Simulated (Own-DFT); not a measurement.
## Calculated data, GaP (zincblende, strained, atoms displaced)

All values are calculated (Own-DFT development build). A calculation, not a measurement: plane-wave PBE density functional theory by an unreviewed code, no spin, of a simulated periodic cell, stress positive in tension, free energy of the whole cell less one offset for each atom, forces on such cells passed a denser k mesh, this cell's mesh not checked; offsets are fitted by least squares, one for each functional and potential file, so energies compare only between cells with the same atoms and settings and are not formation energies; the far tail of each file's local potential was reset to the Coulomb form; each entry is a single point on an unrelaxed cell, so the pressure reflects the starting lattice, mostly measured values (interpolated for alloys), from which strain is counted, and rises with the displacements; printed positions are rounded, which can move forces by about a meV/angstrom; the program, named Own-DFT, is a retired in-house code; no spin-orbit coupling.

Settings shared by all entries: functional PBE; potential files PseudoDojo norm-conserving, scalar-relativistic, standard set; wave cutoff 42 hartree; occupations Fermi-Dirac; smearing width 0.1 eV; hardware one NVIDIA H100; k mesh 3 x 3 x 3 centred on Gamma.

(1) GaP (zincblende, strained, atoms displaced)

```
GaP
1.0
     10.8620     0.0000     0.0000
      0.0000    10.8620     0.0000
      0.0000     0.0000    10.9361
Ga P Ga P Ga P Ga P Ga P Ga P Ga P Ga P
4 4 4 4 4 4 4 4 4 4 4 4 4 4 4 4
Direct
  0.01055 0.99335 0.00083
  0.01511 0.24868 0.25947
  0.26113 0.00010 0.25585
  0.25136 0.24762 0.99653
  0.11845 0.12814 0.12795
  0.13193 0.37027 0.36946
  0.36731 0.13610 0.37993
  0.37019 0.36892 0.14523
  0.00260 0.99312 0.48766
  0.98661 0.25084 0.74688
  0.25145 0.00099 0.76121
  0.25075 0.25857 0.48920
  0.12925 0.13081 0.61372
  0.11162 0.38401 0.87262
  0.37043 0.11758 0.87242
  0.37716 0.37672 0.62746
  0.00224 0.50325 0.01515
  0.99716 0.74144 0.23259
  0.24297 0.50176 0.24535
  0.25039 0.75578 0.00101
  0.11356 0.62852 0.10718
  0.13113 0.87996 0.35995
  0.37239 0.64167 0.38176
  0.37849 0.88081 0.12619
  0.99349 0.49128 0.49550
  0.99897 0.74871 0.74596
  0.25038 0.50375 0.76105
  0.24217 0.74244 0.49107
  0.12207 0.62265 0.61878
  0.12620 0.86537 0.87441
  0.38343 0.62127 0.87914
  0.38641 0.87791 0.62776
  0.51944 0.00927 0.99856
  0.50087 0.23542 0.25421
  0.75479 0.00195 0.23946
  0.75458 0.25930 0.99127
  0.61929 0.11977 0.12858
  0.62013 0.37805 0.38427
  0.86646 0.12478 0.37672
  0.87296 0.38262 0.11948
  0.49948 0.01179 0.49407
  0.49583 0.25644 0.74920
  0.75742 0.99674 0.74807
  0.75609 0.25108 0.50583
  0.62580 0.12448 0.61005
  0.63138 0.38074 0.88747
  0.88241 0.13399 0.87117
  0.87354 0.38420 0.62728
  0.49314 0.50131 0.98794
  0.52117 0.75491 0.24514
  0.74541 0.50290 0.25342
  0.74461 0.75096 0.99804
  0.63037 0.63011 0.12814
  0.61612 0.87669 0.37203
  0.86862 0.62894 0.36841
  0.88120 0.87547 0.12136
  0.50057 0.49531 0.49588
  0.51150 0.73635 0.75246
  0.76494 0.50276 0.74828
  0.74045 0.75310 0.50920
  0.63159 0.62530 0.63157
  0.62662 0.86841 0.86862
  0.87293 0.63079 0.87008
  0.87662 0.87897 0.62843
```

- free energy of cell above offsets: -29.066 eV
- pressure: 4.57 GPa
- stress xx: -4.69 GPa
- stress yy: -4.93 GPa
- stress zz: -4.09 GPa
- stress yz: -1.1 GPa
- stress xz: 0.51 GPa
- stress xy: 0.17 GPa
- wall time: 575.5 s

Force:
```
element  x (eV/Å)  y (eV/Å)  z (eV/Å)
     Ga    -0.431      0.75    -0.234
     Ga    -2.569    -0.437    -0.873
     Ga    -0.365     0.927    -1.035
     Ga    -0.582     0.618     0.418
      P     1.488    -0.849    -0.561
      P    -0.907     2.056     0.672
      P     1.014    -1.513    -0.567
      P     0.747     0.192    -2.315
     Ga    -0.057     0.602     0.619
     Ga     2.135     0.681    -1.168
     Ga    -0.713    -1.016    -2.207
     Ga     0.122     0.145     2.287
      P     -0.65    -0.523     0.906
      P     0.829    -0.863     0.423
      P     1.758     1.578     1.155
      P    -0.889     0.623    -0.313
     Ga    -1.936    -1.322    -3.079
     Ga     0.034     0.858     1.673
     Ga     0.377     1.403     0.379
     Ga     0.989    -0.306      0.21
      P     3.135     0.912     2.094
      P    -1.113    -1.617     0.622
      P     1.655    -2.273    -2.156
      P       0.8    -0.329      -0.5
     Ga     0.681     0.974    -0.703
     Ga     0.082    -0.185     -0.22
     Ga    -0.346    -0.232    -1.075
     Ga    -0.438     2.121     1.522
      P     0.025     -0.31     0.454
      P    -0.095     0.821    -0.578
      P    -1.875     1.837    -0.907
      P    -0.952    -0.537     0.004
     Ga    -2.186    -1.758    -1.425
     Ga     0.029      1.49     0.473
     Ga    -0.234    -0.617     0.976
     Ga     0.359    -1.255     1.352
      P     2.073     1.681    -0.125
      P     1.246    -1.354    -1.607
      P     1.164     0.237    -0.574
      P    -0.018    -0.954     1.811
     Ga    -0.777    -1.091     0.019
     Ga     0.921    -0.924     0.342
     Ga    -0.886     1.071     0.247
     Ga    -0.491     0.604    -0.353
      P     0.395     0.446     2.347
      P    -0.863     0.184    -2.385
      P    -1.149    -1.999     1.164
      P     0.249    -1.509    -0.798
     Ga     1.106    -1.332      3.29
     Ga    -2.652    -0.261    -0.053
     Ga    -0.031    -0.707    -0.222
     Ga     0.873     0.172     0.017
      P    -0.524    -1.279    -1.237
      P     1.835     1.244     0.909
      P     0.591     0.132     1.012
      P    -0.996     0.081    -0.577
     Ga    -1.051      1.72     1.093
     Ga    -1.343     1.266    -0.326
     Ga    -1.682     0.408     0.955
     Ga     0.732       0.6    -0.941
      P    -0.218    -1.591    -0.921
      P     0.224     1.242     0.573
      P     0.719    -0.202     1.254
      P     0.633    -0.534    -1.233
```

(2) GaP (zincblende, strained, atoms displaced)

```
GaP
1.0
     10.8620     0.0000     0.0000
      0.0000    10.8620     0.0000
      0.0000     0.0000    10.9361
Ga P Ga P Ga P Ga P Ga P Ga P Ga P Ga P
4 4 4 4 4 4 4 4 4 4 4 4 4 4 4 4
Direct
  0.00158 0.99712 0.00768
  0.99807 0.25218 0.26129
  0.24119 0.99413 0.25142
  0.25141 0.24638 0.99649
  0.13706 0.13203 0.13474
  0.13571 0.37500 0.38057
  0.39696 0.12403 0.36291
  0.37594 0.37903 0.12011
  0.00475 0.00368 0.49812
  0.99694 0.24973 0.75193
  0.23340 0.99424 0.74314
  0.23815 0.24347 0.50971
  0.11819 0.12918 0.62806
  0.11564 0.36938 0.87665
  0.38545 0.12604 0.87208
  0.38916 0.37388 0.62421
  0.99887 0.50616 0.99536
  0.99542 0.74298 0.24241
  0.25691 0.49793 0.25985
  0.24611 0.75578 0.00187
  0.12365 0.62173 0.11561
  0.12641 0.87157 0.36582
  0.36785 0.62114 0.36871
  0.37655 0.87128 0.11840
  0.00040 0.50259 0.49850
  0.00381 0.75035 0.74487
  0.24217 0.50074 0.75480
  0.24875 0.75557 0.50481
  0.12732 0.63051 0.63210
  0.12647 0.87224 0.87709
  0.38370 0.62631 0.88093
  0.37853 0.87498 0.63076
  0.49229 0.00860 0.00489
  0.50471 0.24083 0.24511
  0.74365 0.01056 0.25098
  0.75375 0.24915 0.98423
  0.63730 0.12979 0.11510
  0.63253 0.38610 0.37461
  0.86490 0.12872 0.37647
  0.87603 0.36751 0.12793
  0.51018 0.99720 0.50522
  0.50200 0.24374 0.74830
  0.75750 0.00652 0.75402
  0.75397 0.25385 0.48643
  0.62314 0.11040 0.63514
  0.62333 0.36619 0.87366
  0.86988 0.11201 0.88551
  0.85991 0.37397 0.61731
  0.50247 0.50122 0.00261
  0.50588 0.73941 0.25457
  0.73473 0.50294 0.25040
  0.74287 0.75361 0.99112
  0.61951 0.62802 0.12519
  0.63067 0.87361 0.37667
  0.87213 0.62140 0.37256
  0.87564 0.87630 0.12409
  0.50277 0.49348 0.50012
  0.49955 0.75275 0.74989
  0.74528 0.50851 0.75374
  0.75053 0.74797 0.49870
  0.63657 0.62107 0.61686
  0.63124 0.87666 0.86964
  0.88191 0.64287 0.86937
  0.87224 0.88518 0.61204
```

* free energy of cell above offsets: -30.528 eV
* pressure: 4.15 GPa
* stress xx: -4.02 GPa
* stress yy: -4.4 GPa
* stress zz: -4.03 GPa
* stress yz: 1.1 GPa
* stress xz: 0.13 GPa
* stress xy: -0.47 GPa
* wall time: 581.2 s

Force:
```
element  x (eV/Å)  y (eV/Å)  z (eV/Å)
     Ga     0.865       0.4     0.229
     Ga     0.491     0.035    -0.501
     Ga     2.367     0.512     -0.56
     Ga     0.496     0.398    -0.054
      P    -1.554    -0.291    -0.562
      P    -1.238    -0.019     0.101
      P    -2.693    -1.565     2.309
      P    -0.097    -0.722     0.658
     Ga    -0.388    -0.196    -0.875
     Ga    -1.612     0.081    -0.059
     Ga     1.627     0.378     0.678
     Ga     2.699     0.709    -0.973
      P    -0.244    -0.847     0.151
      P      0.76      0.42     -0.03
      P    -2.224    -0.351    -0.244
      P     -2.14    -0.411     0.585
     Ga    -0.884    -0.687     0.153
     Ga     0.041     0.014      0.08
     Ga    -1.036    -0.758    -2.253
     Ga     0.818    -0.942    -0.231
      P     0.712     0.042     1.308
      P    -0.974    -0.407     1.338
      P     1.446      1.26     2.144
      P     0.046      0.27     1.395
     Ga    -0.037    -0.287     0.423
     Ga    -0.469     1.701    -0.462
     Ga     1.386    -0.407     0.216
     Ga     0.431    -0.253    -0.453
      P    -0.049    -0.803    -1.225
      P    -0.845     0.513    -0.258
      P    -1.182     0.039    -0.665
      P    -0.754     0.464     -0.89
     Ga     1.257    -0.856     -0.15
     Ga     1.108     2.203    -1.159
     Ga     0.507    -1.158    -0.467
     Ga     0.373     0.664     1.361
      P    -1.183    -0.202     0.273
      P    -1.766    -2.073     0.035
      P     1.856    -1.012    -0.471
      P    -0.487     1.175     -0.63
     Ga     -0.87    -0.263     -0.74
     Ga     0.311     0.341    -0.401
     Ga    -0.257    -1.399    -0.697
     Ga    -1.635    -0.062      1.52
      P     0.864     1.917    -0.976
      P     0.082     1.544    -0.189
      P     1.952     1.029    -0.795
      P     1.656     0.501     1.319
     Ga     0.087    -0.562    -0.322
     Ga    -0.987     1.448     0.111
     Ga     2.082     0.315    -1.267
     Ga      0.71    -0.078     1.028
      P     1.159    -0.205    -0.894
      P    -0.523    -0.143    -0.456
      P     0.303     0.251    -0.238
      P    -0.921    -0.178     0.515
     Ga    -0.033     1.063    -0.464
     Ga     0.913    -0.792     0.071
     Ga     0.715    -0.749     0.337
     Ga     0.756     0.322    -0.368
      P    -1.921     0.648     0.624
      P    -1.273     0.661      0.11
      P    -1.165    -1.827     0.655
      P      0.56    -0.813     1.247
```

(3) GaP (zincblende, strained, atoms displaced)

```
GaP
1.0
     10.8620     0.0000     0.0000
      0.0000    10.8620     0.0000
      0.0000     0.0000    10.9361
Ga P Ga P Ga P Ga P Ga P Ga P Ga P Ga P
4 4 4 4 4 4 4 4 4 4 4 4 4 4 4 4
Direct
  0.00673 0.00601 0.99360
  0.02073 0.24897 0.25364
  0.25806 0.99888 0.24823
  0.24829 0.24708 0.99130
  0.12249 0.12996 0.11904
  0.11925 0.37991 0.38578
  0.36554 0.12905 0.36684
  0.38007 0.36868 0.11596
  0.99850 0.00306 0.49270
  0.00836 0.25332 0.74512
  0.25487 0.99730 0.75751
  0.25414 0.24458 0.50073
  0.12880 0.12476 0.61730
  0.12407 0.36746 0.87624
  0.37066 0.12955 0.88105
  0.37249 0.37147 0.61806
  0.01688 0.50203 0.01206
  0.98980 0.75238 0.24402
  0.26030 0.49987 0.25009
  0.23715 0.75334 0.00465
  0.13700 0.61816 0.12058
  0.11500 0.86836 0.38290
  0.38036 0.63327 0.36769
  0.37479 0.88213 0.12637
  0.02048 0.49335 0.50545
  0.00541 0.74803 0.75031
  0.25123 0.51418 0.74065
  0.25942 0.75265 0.50038
  0.13659 0.62906 0.61449
  0.11353 0.85859 0.87371
  0.37512 0.62629 0.86386
  0.37122 0.87532 0.61402
  0.49774 0.00164 0.99791
  0.49597 0.24698 0.23937
  0.76387 0.01631 0.25267
  0.76038 0.25702 0.99626
  0.63224 0.13003 0.12633
  0.63265 0.37457 0.38370
  0.87453 0.12441 0.37259
  0.87194 0.36947 0.12169
  0.49890 0.00470 0.49647
  0.49125 0.25029 0.75337
  0.75686 0.00017 0.74584
  0.75301 0.25033 0.48732
  0.62453 0.12620 0.62928
  0.63310 0.37420 0.87461
  0.89073 0.12500 0.87318
  0.86575 0.37315 0.63271
  0.48646 0.50095 0.99545
  0.49412 0.74657 0.24768
  0.75222 0.49850 0.25980
  0.74493 0.75705 0.99346
  0.61365 0.62050 0.11402
  0.61620 0.87293 0.38330
  0.87106 0.62171 0.38662
  0.86686 0.87064 0.13388
  0.50158 0.50226 0.50246
  0.49594 0.74509 0.76593
  0.74852 0.50407 0.75155
  0.75742 0.73657 0.49618
  0.63119 0.61374 0.61640
  0.61821 0.86303 0.88299
  0.88315 0.62996 0.86844
  0.86034 0.87630 0.62899
```

- free energy of cell above offsets: -28.557 eV
- pressure: 4.75 GPa
- stress xx: -4.63 GPa
- stress yy: -5.16 GPa
- stress zz: -4.47 GPa
- stress yz: -1.18 GPa
- stress xz: -0.68 GPa
- stress xy: -0.09 GPa
- wall time: 541.6 s

Force:
```
element  x (eV/Å)  y (eV/Å)  z (eV/Å)
     Ga     -0.61    -1.458     0.874
     Ga    -2.071     0.468    -0.155
     Ga    -2.136    -0.109     0.256
     Ga    -0.385     0.691     1.231
      P     1.339    -0.996     0.464
      P     2.826    -1.639    -2.376
      P     1.382     0.027     0.407
      P    -1.313     0.321      0.41
     Ga    -0.504    -0.452     1.239
     Ga    -0.601    -0.291    -0.553
     Ga    -0.787    -0.487    -0.791
     Ga    -0.542     0.588    -0.398
      P    -0.284    -0.599     1.012
      P     0.556     1.874    -0.612
      P     0.841    -1.183    -0.875
      P     0.217     0.775     0.739
     Ga    -2.227    -1.308    -1.668
     Ga     1.008    -1.303     1.189
     Ga    -0.212    -0.627     0.242
     Ga     1.765     0.264    -0.566
      P    -0.404     0.979     2.166
      P     1.063     0.116    -1.379
      P    -0.793    -1.541     1.391
      P    -0.104    -1.126    -0.769
     Ga    -3.431     1.416     1.749
     Ga    -1.316    -0.453     -2.32
     Ga     -0.11    -2.041     0.459
     Ga    -0.811    -0.242    -1.338
      P    -1.113     0.451     0.692
      P     1.731     2.623     0.811
      P    -1.765    -0.705     2.195
      P     1.264     0.755     2.258
     Ga     0.726      0.18     0.524
     Ga     0.989     0.287     1.187
     Ga    -2.374    -2.269    -0.824
     Ga    -0.643    -1.316    -0.598
      P    -0.084    -0.459    -0.906
      P     -2.05     0.195    -1.596
      P     2.015     1.509     0.729
      P     1.797     1.471     1.691
     Ga    -0.119     0.319      0.33
     Ga     1.076     0.379    -0.349
     Ga    -1.358       0.8     1.606
     Ga     0.199    -0.489     2.071
      P     -0.15     0.191     -0.49
      P    -1.453     0.233    -0.004
      P    -1.543     0.276    -0.589
      P     1.505    -0.111    -0.978
     Ga     1.195    -0.322    -0.684
     Ga     1.609      1.22    -0.975
     Ga    -0.408     0.031    -1.254
     Ga     1.222    -1.726     1.319
      P      1.15     0.345     1.087
      P     1.323    -0.141    -1.209
      P     2.619    -1.229     -1.95
      P     0.019     1.299    -1.728
     Ga    -0.403    -0.603    -0.727
     Ga     1.298     0.903    -3.257
     Ga     0.333     -0.07     0.263
     Ga     -1.98     2.276      1.26
      P    -0.668     1.541     1.524
      P    -0.105      2.66    -1.373
      P    -0.563    -0.886     1.333
      P      2.35    -1.277    -1.415
```
